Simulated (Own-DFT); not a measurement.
# Misfit strain and the stress it brings: wurtzite AlGaN with randomly placed atoms, 96 atoms (Al36Ga12N48)

Everything here is calculated. The program is Own-DFT (plane waves, in-house, since retired, never reviewed by a person); positions were held fixed, and spin and spin-orbit coupling were off.

All runs used: PBE; PseudoDojo norm-conserving scalar-relativistic files (stringent for Ga); cutoff 96 hartree; 3 x 4 x 3 k mesh centred on Gamma; Gaussian smearing of 0.01 eV.

Limits: k mesh not checked against a denser one; stress not checked against mesh or cutoff.

Unstrained cell vectors in Å: (12.525, 0.000, 0.000); (-4.697, 8.135, 0.000); (0.000, 0.000, 10.066). The unstrained cell has measured lattice constants (interpolated for alloys), not those of this functional. That, the random moves and any unrelaxed bonds set the pressure at no strain. Each run strains x and y alike by e, as a substrate would, and holds the height along z. All atoms carry random offsets, Gaussian with a width of 0.05 Å per axis. The random placing of the alloy's atoms differs from row to row. Stress is positive in tension.

| e (%) | u (Å) | (s_xx + s_yy)/2 (GPa) | s_zz (GPa) |
|---|---|---|---|
| -3.00 | 0.052 | -25.41 | -13.83 |
| -2.75 | 0.047 | ? | ? |
| -0.75 | 0.049 | -11.25 | -6.88 |
| -0.50 | 0.046 | -9.42 | -5.40 |
| -0.25 | 0.048 | -6.80 | -8.27 |
| 1.00 | 0.052 | -1.35 | -3.67 |
| 1.75 | 0.050 | 2.04 | -2.35 |
| 2.25 | 0.048 | 4.97 | -2.99 |
| 2.50 | 0.050 | 6.59 | -4.78 |
| 2.75 | 0.051 | 6.61 | -2.30 |

## Fit

With e as a fraction, the in-plane stress is -6.4 + 557 e - 2546 e² GPa (errors 11 and 636, scatter 0.61), and s_zz is -6.7 + 175 e GPa (slope ± 32, scatter 1.71). At e = 0 the first slope is C11 + C12 and the second 2 C13, both with the ions held to the strained lattice and at the cell's own pressure. The term in e² is negative: the layer stiffens under compression and softens under tension. A free layer would change its height as e changes, and the in-plane slope would drop by 2 C13²/C33 to the biaxial modulus. At fixed height, a misfit of 1 % moves the in-plane stress by about 5.6 GPa and s_zz by 1.7 GPa.

## Withheld run

Question: what are the two stresses at e = -2.75 %?

From the fit: -23.7 and -11.5 GPa. The run itself gave -22.98 and -13.52 GPa.
